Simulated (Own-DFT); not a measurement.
# Strain and stress in wurtzite GaN, 72 atoms (Ga36N36)

Calculated results; nothing here was measured. They come from Own-DFT, an in-house plane-wave density functional program, since retired, whose code no person has reviewed. Each row is one single-point run on a periodic cell that was not relaxed, without spin or spin-orbit coupling.

Settings of every run: PBE; PseudoDojo norm-conserving scalar-relativistic files (stringent for Ga); cutoff 96 hartree; 4 x 4 x 3 k mesh centred on Gamma; Gaussian smearing of 0.01 eV.

Known limits: forces not confirmed at this smearing and k mesh; stress not checked against mesh or cutoff.

Unstrained cell vectors in Å: (9.567, 0.000, 0.000); (-4.783, 8.285, 0.000); (0.000, 0.000, 10.370). The unstrained cell has measured lattice constants (interpolated for alloys), not those of this functional. That, the random moves and any unrelaxed bonds set the pressure at no strain. Each run strains this cell uniformly, with the atoms carried along. Every atom was also moved at random, by a Gaussian of width 0.05 Å on each axis. Strain is the symmetric tensor, in per cent. Stress is positive in tension, and the pressure is minus a third of its trace.

```
run,e_xx (%),e_yy (%),e_zz (%),e_yz (%),e_xz (%),e_xy (%),s_xx (GPa),s_yy (GPa),s_zz (GPa),s_yz (GPa),s_xz (GPa),s_xy (GPa),P (GPa),E (meV/atom)
1,-1.31,-0.03,0.21,-1.90,-0.33,-0.02,-13.50,-7.66,-7.63,-3.65,0.06,-2.28,9.60,29.8
2,0.42,-1.11,0.27,0.04,0.57,0.06,-5.85,-12.92,-6.11,0.03,1.31,-0.67,8.29,27.5
3,1.03,1.62,1.36,-1.99,0.49,1.03,-1.01,0.76,0.45,-3.98,1.68,2.61,-0.07,12.7
4,-1.60,1.76,1.39,1.02,1.00,0.40,-11.66,-0.34,-1.43,1.95,2.18,2.43,4.48,16.2
5,-1.92,0.14,-1.02,1.51,1.11,-1.42,-16.08,-10.88,-12.54,2.66,1.53,-3.26,13.17,51.3
6,0.68,-0.72,0.03,-1.18,0.32,-1.43,-5.79,-10.21,-6.01,-2.20,0.40,-3.48,7.34,25.8
7,1.83,0.91,0.84,-0.69,-0.82,0.69,1.27,-1.50,-1.34,-1.56,-1.37,1.97,0.52,0.0
8,1.56,-0.59,-0.47,-1.35,-1.57,1.25,-1.05,-10.39,-7.67,-3.29,-2.98,4.05,6.37,17.6
9,-1.04,0.50,1.34,-0.46,-1.47,1.61,-9.79,-5.43,-1.61,-1.22,-2.87,4.88,5.61,12.0
10,0.29,-0.60,0.30,0.23,0.39,1.14,-7.82,-8.44,-5.18,1.16,0.93,3.43,7.14,14.4
11,1.33,-0.98,0.98,0.13,-1.33,-0.83,-1.86,-7.82,-2.93,-0.18,-2.85,-2.76,4.20,6.5
12,-0.19,-1.58,-0.21,1.62,-0.84,-1.05,-8.83,-16.90,-9.57,3.85,-1.18,-5.53,11.77,39.3
13,1.78,-1.24,-1.09,-0.44,1.27,1.21,-2.73,-12.49,-10.26,-1.53,3.18,3.72,8.49,23.0
14,1.70,1.07,-1.06,-0.55,-1.29,0.18,0.99,-2.94,-10.79,-1.70,-2.16,0.15,4.25,16.4
15,-0.39,1.96,-0.92,1.82,-1.49,-0.36,-7.39,-1.28,-9.41,3.56,-3.56,-1.12,6.03,18.2
16,1.50,-0.07,-1.31,1.32,-0.51,-1.97,-1.51,-5.84,-15.01,2.08,-1.67,-6.00,7.45,28.2
17,-0.75,0.47,-0.08,-1.48,-1.96,0.83,?,?,?,?,?,?,?,?
```

E is the free energy for each atom above the lowest run shown.

## Worked fit

Each stress component was fitted by least squares to a constant and the strains of the runs shown, as fractions, with shears doubled. Shear strains stay in the fit of a normal stress only where such slopes are resolved. The slopes, in GPa:

| stress | at no strain | per e_xx | per e_yy | per e_zz | scatter |
|---|---|---|---|---|---|
| s_xx | -7.4 | 421 ± 16 | 99 ± 18 | 52 ± 21 | 0.76 |
| s_yy | -7.8 | 109 ± 26 | 426 ± 30 | 111 ± 35 | 1.25 |
| s_zz | -7.1 | 63 ± 23 | 48 ± 27 | 454 ± 32 | 1.12 |

Each shear stress against twice its own strain: yz 102 ± 6, xz 103 ± 5, xy 153 ± 16 GPa. These are stiffnesses along x, y and z of the frame in which the cell vectors are given, which need not be the crystal's axes. The atoms are held to the strained lattice; where symmetry lets them move under strain, relaxing them would lower some slopes. The table should be nearly symmetric about its diagonal, and what it lacks of that shows the noise. A ninth of its sum, 198 ± 4 GPa, estimates the bulk modulus near the mean pressure of these runs, 6.5 GPa, so it lies above the value at zero pressure.

## Withheld run

Question: what normal stresses and pressure should run 17 give?

The fit gives s_xx = -10.1, s_yy = -6.8, s_zz = -7.7 and P = 8.2 GPa. The calculation gave -10.95, -4.90, -8.21 and P = 8.02 GPa.
